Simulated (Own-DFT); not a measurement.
## Calculated data, AlN (wurtzite, strained, atoms displaced)

Computed with Own-DFT development build. A calculation, not a measurement: plane-wave PBE density functional theory by an unreviewed code, no spin, of a simulated periodic cell, stress positive in tension, free energy of the whole cell less one offset for each atom, forces on such cells passed a denser k mesh, this cell's mesh not checked; offsets are fitted by least squares, one for each functional and potential file, so energies compare only between cells with the same atoms and settings and are not formation energies; the far tail of each file's local potential was reset to the Coulomb form; each entry is a single point on an unrelaxed cell, so the pressure reflects the starting lattice, mostly measured values (interpolated for alloys), from which strain is counted, and rises with the displacements; printed positions are rounded, which can move forces by about a meV/angstrom; the program, named Own-DFT, is a retired in-house code; no spin-orbit coupling.

Common to all runs: functional PBE; potential files PseudoDojo norm-conserving, scalar-relativistic, standard set; wave cutoff 42 hartree; occupations Fermi-Dirac; smearing width 0.1 eV; hardware one NVIDIA H100; k mesh 2 x 2 x 2 centred on Gamma.

(1) AlN (wurtzite, strained, atoms displaced)

```
AlN
1.0
     12.5136     0.2387     0.0338
     -6.0500    10.5491     0.1774
      0.0270     0.1796    10.1556
Al N Al N Al N Al N Al N Al N Al N Al N Al N Al N Al N Al N Al N Al N Al N Al N Al N Al N Al N Al N Al N Al N Al N Al N Al N Al N Al N Al N Al N Al N Al N Al N
2 2 2 2 2 2 2 2 2 2 2 2 2 2 2 2 2 2 2 2 2 2 2 2 2 2 2 2 2 2 2 2 2 2 2 2 2 2 2 2 2 2 2 2 2 2 2 2 2 2 2 2 2 2 2 2 2 2 2 2 2 2 2 2
Direct
  0.08612 0.17450 0.99694
  0.16086 0.08062 0.24734
  0.08748 0.16487 0.19515
  0.16859 0.08754 0.43703
  0.07396 0.16322 0.49427
  0.17355 0.08980 0.74182
  0.08071 0.15692 0.70224
  0.16583 0.07156 0.95085
  0.07763 0.41203 0.00259
  0.16114 0.33323 0.24979
  0.08464 0.42384 0.18774
  0.16395 0.33354 0.43544
  0.07245 0.40312 0.50563
  0.16488 0.33787 0.75025
  0.08411 0.41232 0.69366
  0.16305 0.33198 0.93825
  0.07951 0.67004 0.99088
  0.16899 0.58371 0.24598
  0.09269 0.66463 0.19726
  0.15862 0.58383 0.43987
  0.08480 0.67033 0.49974
  0.16115 0.58120 0.76430
  0.08215 0.66471 0.69137
  0.16874 0.57539 0.94052
  0.08869 0.91794 0.00208
  0.15404 0.82365 0.26569
  0.08730 0.91656 0.19162
  0.16028 0.83603 0.43626
  0.08013 0.92061 0.50007
  0.16186 0.83373 0.75691
  0.07195 0.91668 0.69017
  0.17227 0.82730 0.93271
  0.33771 0.17500 0.99616
  0.42178 0.07931 0.24213
  0.33827 0.17317 0.20037
  0.41458 0.08854 0.44309
  0.32640 0.16614 0.50326
  0.41968 0.08994 0.75128
  0.33373 0.16916 0.68399
  0.41569 0.08539 0.93944
  0.33963 0.42149 0.99983
  0.41217 0.32850 0.24833
  0.34136 0.42604 0.18788
  0.42725 0.33419 0.44057
  0.33413 0.41589 0.50020
  0.41452 0.33589 0.75262
  0.33606 0.42026 0.68830
  0.41897 0.32608 0.93951
  0.33132 0.66681 0.00084
  0.41092 0.58489 0.24303
  0.33891 0.67024 0.19455
  0.41129 0.58243 0.43481
  0.33312 0.66869 0.50155
  0.41586 0.58212 0.74458
  0.33316 0.66165 0.68570
  0.42253 0.58703 0.93119
  0.33312 0.91059 0.00336
  0.41536 0.83162 0.24737
  0.33550 0.92365 0.18926
  0.42339 0.83426 0.43772
  0.33610 0.91674 0.49281
  0.41579 0.83116 0.74971
  0.33529 0.92148 0.69932
  0.41541 0.83460 0.94354
  0.57525 0.16647 0.00523
  0.66698 0.08030 0.24558
  0.58897 0.16901 0.19671
  0.67596 0.08887 0.44639
  0.58060 0.15848 0.50801
  0.66492 0.07955 0.75631
  0.58910 0.16880 0.69467
  0.66735 0.08804 0.93658
  0.58477 0.41864 0.99573
  0.66495 0.33797 0.24305
  0.58709 0.41913 0.18651
  0.66314 0.33455 0.43517
  0.59233 0.42144 0.49169
  0.67050 0.33752 0.75536
  0.58127 0.41591 0.69832
  0.67075 0.33414 0.94273
  0.59275 0.67181 0.00522
  0.66180 0.57672 0.24732
  0.57691 0.66722 0.18970
  0.66054 0.58213 0.44721
  0.58428 0.66566 0.49363
  0.66806 0.58539 0.74843
  0.58317 0.66570 0.69159
  0.66582 0.57893 0.93305
  0.58025 0.91398 0.99853
  0.66590 0.83712 0.24797
  0.58248 0.91154 0.19306
  0.67607 0.84025 0.43668
  0.57986 0.91480 0.50264
  0.66648 0.82250 0.74112
  0.57970 0.91515 0.68972
  0.66352 0.83587 0.94278
  0.82786 0.16927 0.00175
  0.91503 0.07462 0.24366
  0.83551 0.16891 0.18665
  0.90905 0.07334 0.44931
  0.82959 0.16729 0.50213
  0.91604 0.08104 0.75544
  0.82733 0.15274 0.69044
  0.91484 0.08496 0.94010
  0.83038 0.41426 0.00241
  0.90918 0.32863 0.24846
  0.84329 0.42466 0.18544
  0.91881 0.33098 0.43553
  0.83335 0.41946 0.49295
  0.92020 0.32614 0.74850
  0.84218 0.41547 0.69781
  0.92465 0.33654 0.93715
  0.83375 0.67369 0.00662
  0.90840 0.58658 0.24926
  0.83570 0.67335 0.17818
  0.92295 0.58726 0.44393
  0.83950 0.66208 0.49378
  0.90698 0.58798 0.75191
  0.83080 0.66766 0.69402
  0.91593 0.58183 0.94156
  0.83378 0.91596 0.00151
  0.92025 0.83382 0.25271
  0.82784 0.91013 0.18548
  0.92056 0.83636 0.44300
  0.82557 0.91244 0.50403
  0.92421 0.84150 0.74569
  0.83969 0.92765 0.69182
  0.92473 0.84008 0.94091
```

* free energy of cell above offsets: -49.922 eV
* pressure: 3.75 GPa
* stress xx: -3.13 GPa
* stress yy: -9.73 GPa
* stress zz: 1.61 GPa
* stress yz: 4.15 GPa
* stress xz: -0.33 GPa
* stress xy: 7.04 GPa
* wall time: 397.4 s

Force:
```tsv
element	x (eV/Å)	y (eV/Å)	z (eV/Å)
Al	0.279	-3.289	0.48
Al	3.307	0.195	0.847
N	-2.911	0.933	-1.442
N	-0.784	-0.347	0.378
Al	0.782	-0.244	0.985
Al	0.318	-2.017	1.94
N	-1.659	2.731	-1.823
N	-0.006	5.097	-1.991
Al	0.692	0.407	0.347
Al	1.008	0.516	-0.235
N	-0.083	-2.057	-0.019
N	0.62	-0.295	0.818
Al	0.612	2.825	-0.571
Al	2.592	-1.882	0.545
N	-1.873	0.906	-1.114
N	1.509	1.859	0.05
Al	1.123	-2.323	1.856
Al	1.199	-0.517	1.982
N	-4.245	1.41	-1.974
N	2.117	-0.532	-0.017
Al	0.325	-0.495	1.207
Al	0.885	-0.058	-2.855
N	-1.061	0.694	0.274
N	-0.837	1.663	1.177
Al	-0.075	-2.792	0.66
Al	1.725	0.892	-3.328
N	-1.179	-0.802	-0.105
N	1.386	0.452	2.739
Al	0.383	0.14	0.521
Al	0.819	0.152	-2.465
N	4.329	1.587	-1.089
N	-0.991	1.804	1.837
Al	-0.729	-4.576	2.368
Al	-1.588	2.228	2.162
N	-0.313	-2.585	-2.29
N	1.626	-1.128	-0.558
Al	1.22	0.635	-1.509
Al	0.681	-0.627	-0.148
N	-0.151	0.411	1.338
N	0.405	-0.202	0.506
Al	-0.673	-0.405	-0.248
Al	0.648	2.298	1.515
N	-1.093	-2.149	-0.516
N	-1.802	0.482	-0.248
Al	0.185	-0.227	-0.651
Al	1.182	-0.267	-0.771
N	-0.981	-1.083	-0.022
N	-0.799	4.129	-0.766
Al	0.85	-0.698	-0.145
Al	2.477	-0.337	1.915
N	-2.694	0.095	-1.907
N	1.1	0.58	0.293
Al	-0.871	-1.467	-0.467
Al	0.61	0.539	0.736
N	-1.588	0.997	0.846
N	-0.093	0.105	1.165
Al	-1.539	1.412	-0.277
Al	0.072	0.889	0.501
N	0.061	-2.556	0.016
N	-1.116	0.262	-0.292
Al	-1.058	0.463	1.274
Al	-0.232	-0.142	0.192
N	-0.68	-0.714	-1.488
N	1.282	-0.485	-0.613
Al	1.233	-0.121	-0.721
Al	0.699	0.225	1.382
N	-0.774	-0.129	-1.367
N	-1.892	-1.552	-1.594
Al	-0.825	1.287	-0.709
Al	0.431	-0.016	-1
N	-1.151	0.171	-0.249
N	-0.447	-0.634	1.83
Al	0.141	-0.922	0.227
Al	2.038	-0.953	1.261
N	-1.565	-0.246	-0.892
N	2.558	-0.161	-0.263
Al	-2.145	-2.206	2.438
Al	0.751	-0.58	-0.602
N	0.35	0.325	-1.044
N	-0.578	-0.11	0.427
Al	-1.474	-1.137	-1.059
Al	-0.822	1.941	0.516
N	1.505	0.008	0.402
N	3.128	1.398	-2.407
Al	-2.252	0.736	0.768
Al	-0.057	-0.916	-0.046
N	-0.291	-0.97	-1.803
N	0.271	2.231	1.333
Al	-0.4	0.758	0.303
Al	1.542	-1.6	0.713
N	-1.797	1.597	-1.113
N	-1.908	-1.662	0.063
Al	1.22	0.792	-0.04
Al	-0.699	3.225	1.676
N	0.542	-0.588	0.177
N	2.007	-0.172	-1.053
Al	1.086	-0.354	-0.969
Al	-0.275	1.02	1.045
N	-0.299	-1.156	0.338
N	0.304	2.252	-2.224
Al	1.358	-0.8	0.673
Al	0.393	0.796	0.356
N	-0.505	2.299	-0.01
N	0.315	0.354	1.078
Al	1.058	0.468	-0.998
Al	1.763	1.275	0.344
N	-2.182	-0.803	0.838
N	-1.216	0.136	0.291
Al	0.36	-1.509	1.388
Al	-0.708	-0.285	0.651
N	-2.128	0.528	-1.494
N	-1.659	-0.759	0.362
Al	0.58	-1.006	-3.763
Al	3.27	-0.23	-0.162
N	-0.959	-0.681	3.796
N	-0.274	-0.762	-1.812
Al	-2.951	1.604	1.952
Al	3.69	-1.664	0.681
N	-1.091	1.262	-1.762
N	-0.714	0.973	-0.012
Al	-0.487	0.418	-1
Al	-0.522	0.564	-0.204
N	0.641	0.488	0.707
N	-0.652	-1.016	-0.797
Al	1.623	0.172	0.755
Al	-2.96	-1.762	1.68
N	-0.642	-3.693	-0.516
N	-0.256	-0.636	-0.291
```

(2) AlN (wurtzite, strained, atoms displaced)

```
AlN
1.0
     12.6945     0.1209    -0.1705
     -6.2426    10.8480     0.1255
     -0.1365     0.0372     9.8999
Al N Al N Al N Al N Al N Al N Al N Al N Al N Al N Al N Al N Al N Al N Al N Al N Al N Al N Al N Al N Al N Al N Al N Al N Al N Al N Al N Al N Al N Al N Al N Al N
2 2 2 2 2 2 2 2 2 2 2 2 2 2 2 2 2 2 2 2 2 2 2 2 2 2 2 2 2 2 2 2 2 2 2 2 2 2 2 2 2 2 2 2 2 2 2 2 2 2 2 2 2 2 2 2 2 2 2 2 2 2 2 2
Direct
  0.07940 0.16113 0.00302
  0.16245 0.07421 0.24665
  0.08661 0.16790 0.19026
  0.16224 0.07882 0.44033
  0.08005 0.16714 0.49759
  0.15974 0.07878 0.75340
  0.08724 0.17079 0.69725
  0.16936 0.08762 0.93784
  0.07655 0.41980 0.98829
  0.16854 0.33250 0.24654
  0.08471 0.42005 0.17680
  0.16859 0.34243 0.44147
  0.08420 0.41951 0.49809
  0.15976 0.33007 0.75371
  0.08687 0.42559 0.68934
  0.16531 0.32886 0.94537
  0.07864 0.66668 0.00545
  0.16535 0.58583 0.25261
  0.08885 0.67244 0.18973
  0.16436 0.58713 0.43884
  0.08551 0.66896 0.49455
  0.16512 0.58539 0.74941
  0.08746 0.66430 0.68859
  0.16578 0.58139 0.95079
  0.08580 0.91833 0.00375
  0.17199 0.84093 0.24881
  0.08055 0.91322 0.19080
  0.16106 0.83010 0.43557
  0.08707 0.92117 0.50075
  0.16905 0.82816 0.74800
  0.07704 0.92105 0.69688
  0.16168 0.82831 0.94910
  0.34051 0.17266 0.99786
  0.42033 0.08758 0.24810
  0.33418 0.16806 0.18719
  0.41579 0.08464 0.43887
  0.33977 0.16936 0.49562
  0.41815 0.08938 0.75004
  0.32909 0.16712 0.68755
  0.41640 0.08355 0.93462
  0.32799 0.40721 0.99846
  0.41499 0.33347 0.24139
  0.33999 0.42626 0.17827
  0.41559 0.33199 0.44575
  0.33050 0.42166 0.50272
  0.42024 0.33776 0.75456
  0.33185 0.41501 0.69313
  0.41491 0.33790 0.94527
  0.33091 0.66765 0.00322
  0.41825 0.58164 0.26247
  0.33365 0.65914 0.19127
  0.41262 0.58599 0.43688
  0.33118 0.66437 0.48890
  0.41497 0.57904 0.74490
  0.33606 0.66665 0.67912
  0.41543 0.57855 0.93952
  0.33606 0.91356 0.00212
  0.41983 0.82522 0.25078
  0.33230 0.91580 0.20037
  0.41244 0.83144 0.44550
  0.33034 0.91659 0.49316
  0.41741 0.83707 0.74735
  0.34071 0.92814 0.69335
  0.41319 0.83737 0.94497
  0.58419 0.17094 0.99472
  0.66004 0.07626 0.24711
  0.58036 0.16978 0.19945
  0.66621 0.08995 0.43898
  0.58910 0.17419 0.50816
  0.66491 0.09101 0.75286
  0.58345 0.16720 0.68742
  0.66892 0.08304 0.94097
  0.58708 0.42271 0.99504
  0.66449 0.32944 0.26029
  0.57670 0.41641 0.18295
  0.66425 0.33139 0.44139
  0.58468 0.40587 0.50312
  0.66550 0.33688 0.75233
  0.58714 0.41652 0.69570
  0.67037 0.33365 0.93666
  0.58728 0.66586 0.99234
  0.66649 0.58037 0.24499
  0.58613 0.66734 0.18529
  0.66510 0.57395 0.44866
  0.58103 0.65384 0.51375
  0.66726 0.59010 0.75487
  0.58767 0.67288 0.69449
  0.66613 0.58643 0.94696
  0.57791 0.91164 0.99364
  0.67083 0.83663 0.25598
  0.58943 0.92018 0.19140
  0.66581 0.83762 0.44050
  0.57319 0.91224 0.50815
  0.66620 0.83294 0.74650
  0.58523 0.92038 0.68912
  0.66737 0.83454 0.94126
  0.83101 0.16405 0.00156
  0.91327 0.07813 0.25374
  0.83006 0.16683 0.19018
  0.92032 0.07931 0.44419
  0.83190 0.16335 0.49963
  0.91074 0.08682 0.74772
  0.83850 0.16839 0.69500
  0.92205 0.08962 0.92948
  0.82854 0.41845 0.00466
  0.91654 0.33512 0.24804
  0.82901 0.41890 0.18878
  0.91659 0.33038 0.43362
  0.83264 0.41377 0.50013
  0.92025 0.34276 0.75763
  0.83509 0.42140 0.68224
  0.91797 0.33044 0.94373
  0.83873 0.66393 0.99191
  0.91289 0.58176 0.24925
  0.82415 0.66041 0.18087
  0.91258 0.58383 0.44106
  0.83990 0.67009 0.48992
  0.91859 0.59129 0.74454
  0.82880 0.66217 0.68770
  0.92205 0.58853 0.93693
  0.82884 0.91789 0.00321
  0.91564 0.83519 0.24827
  0.83514 0.91437 0.19057
  0.92081 0.84354 0.44962
  0.84031 0.92229 0.50957
  0.91599 0.83439 0.75273
  0.82929 0.91227 0.69036
  0.91820 0.83313 0.94612
```

* free energy of cell above offsets: -53.749 eV
* pressure: 0.37 GPa
* stress xx: 4.04 GPa
* stress yy: 1.44 GPa
* stress zz: -6.6 GPa
* stress yz: 0.6 GPa
* stress xz: -3.39 GPa
* stress xy: 3.8 GPa
* wall time: 391.1 s

Force:
```tsv
element	x (eV/Å)	y (eV/Å)	z (eV/Å)
Al	0.356	1.005	-1.137
Al	0.208	1.85	0.496
N	-0.776	-1.071	0.968
N	0.569	1.605	-0.419
Al	1.666	0.643	0.844
Al	0.939	1.688	-0.701
N	-1.55	-0.945	-1.628
N	0.455	-0.724	1.808
Al	2.604	-0.99	1.608
Al	-0.33	1.259	-0.837
N	-0.622	-0.426	2.424
N	0.247	-1.223	-0.482
Al	-0.649	-0.007	-0.129
Al	1.015	0.825	0.152
N	-0.437	-1.407	0.576
N	-1.021	0.316	-0.575
Al	1.457	-0.106	-0.561
Al	0.701	-0.862	-1.777
N	-1.404	-0.541	1.309
N	0.599	-0.637	0.191
Al	-0.806	-0.554	0.193
Al	2.272	0.111	0.713
N	-1.959	1.109	-0.412
N	-0.665	1.731	-2.055
Al	-0.283	0.046	-1.378
Al	-0.177	-1.452	-0.472
N	-0.328	0.041	0.299
N	0.378	1.116	1.324
Al	-0.456	-0.741	0.651
Al	-0.812	1.644	0.801
N	1.731	-1.862	-0.871
N	1.039	1.134	-1.213
Al	-1.005	-1.033	-0.389
Al	-0.515	-0.63	0.387
N	-0.411	-0.694	0.419
N	0.887	0.076	0.419
Al	-1.775	-0.769	0.621
Al	-0.612	0.043	-1.089
N	0.545	0.341	0.805
N	0.593	0.343	1.715
Al	-1.252	2.21	-0.841
Al	-0.111	0.521	0.817
N	-0.504	-1.651	3.215
N	0.005	1.234	-1.078
Al	1.022	-1.265	-0.13
Al	-0.505	-1.111	-0.998
N	-0.232	0.255	-0.277
N	2.322	-0.658	-1.012
Al	1.201	-1.292	-0.63
Al	1.125	0.2	-4.628
N	-0.86	1.259	1.066
N	1.616	-0.62	3.046
Al	-0.85	0.58	1.217
Al	-0.619	0.759	1.3
N	-0.804	0.366	1.537
N	-0.235	1.034	-0.577
Al	-2.543	1.12	0.613
Al	-0.604	1.006	-0.015
N	1.161	0.447	-1.099
N	0.152	0.146	-0.887
Al	0.043	0.468	0.507
Al	0.303	-0.642	-0.37
N	-0.756	-2.063	-0.78
N	1.702	-1.376	-0.984
Al	0.141	-0.995	1.19
Al	0.189	2.155	0.73
N	0.969	-0.52	-1.985
N	0.453	-1.028	0.809
Al	-0.372	-2.135	-2.503
Al	2.051	-1.115	-0.677
N	-0.867	1.162	2.026
N	-1.138	0.061	0.332
Al	-0.601	-1.089	0.476
Al	-0.711	0.955	-2.485
N	1.579	-0.479	1.186
N	1.31	0.412	0.947
Al	-2.214	1.687	0.068
Al	1.81	-0.309	-1.001
N	-1.698	0.698	0.148
N	-0.784	0.522	0.865
Al	-2.432	0.25	1.509
Al	-1.076	-0.032	0.513
N	-0.528	0.423	1.312
N	-0.024	0.813	-0.967
Al	-0.121	1.676	-2.979
Al	1.34	-1.057	-0.621
N	-0.788	-1.619	0.532
N	2.018	-0.319	-1.78
Al	0.814	0.736	0.817
Al	0.072	-1.311	-0.953
N	-1.08	-1.738	-0.829
N	0.436	-0.646	1.687
Al	1.392	1.008	-2.194
Al	-0.005	1.36	0.418
N	-0.62	0.076	2.048
N	-0.346	-0.063	-0.586
Al	0.837	0.209	-0.515
Al	0.295	1.058	-0.677
N	0.314	-0.596	0.578
N	-1.486	1.171	-0.256
Al	-0.211	0.196	-0.176
Al	3.097	-1.29	-0.223
N	-3.112	1.569	-1.127
N	-0.989	-1.427	2.888
Al	1.405	0.015	-1.27
Al	0.791	-0.056	-1.311
N	0.152	-0.574	1.201
N	-0.192	0.565	1.429
Al	0.24	0.353	-1.159
Al	0.153	-0.959	-1.694
N	-0.189	-0.369	2.196
N	-2.222	0.417	-0.122
Al	-1.714	1.125	0.688
Al	0.382	0.919	-0.311
N	1.468	0.993	1.574
N	1.721	-0.419	-0.476
Al	-2.077	0.148	1.411
Al	0.869	-1.104	-0.215
N	-0.3	1.44	0.424
N	-0.219	-1.664	-0.053
Al	1.18	0.158	-1.344
Al	0.886	-1.109	0.352
N	-1.199	0.954	0.343
N	0.682	-1.751	-1.629
Al	-1.391	-1.514	-1.386
Al	0.015	-0.373	-0.051
N	-0.3	0.934	1.532
N	-0.496	0.266	-0.279
```
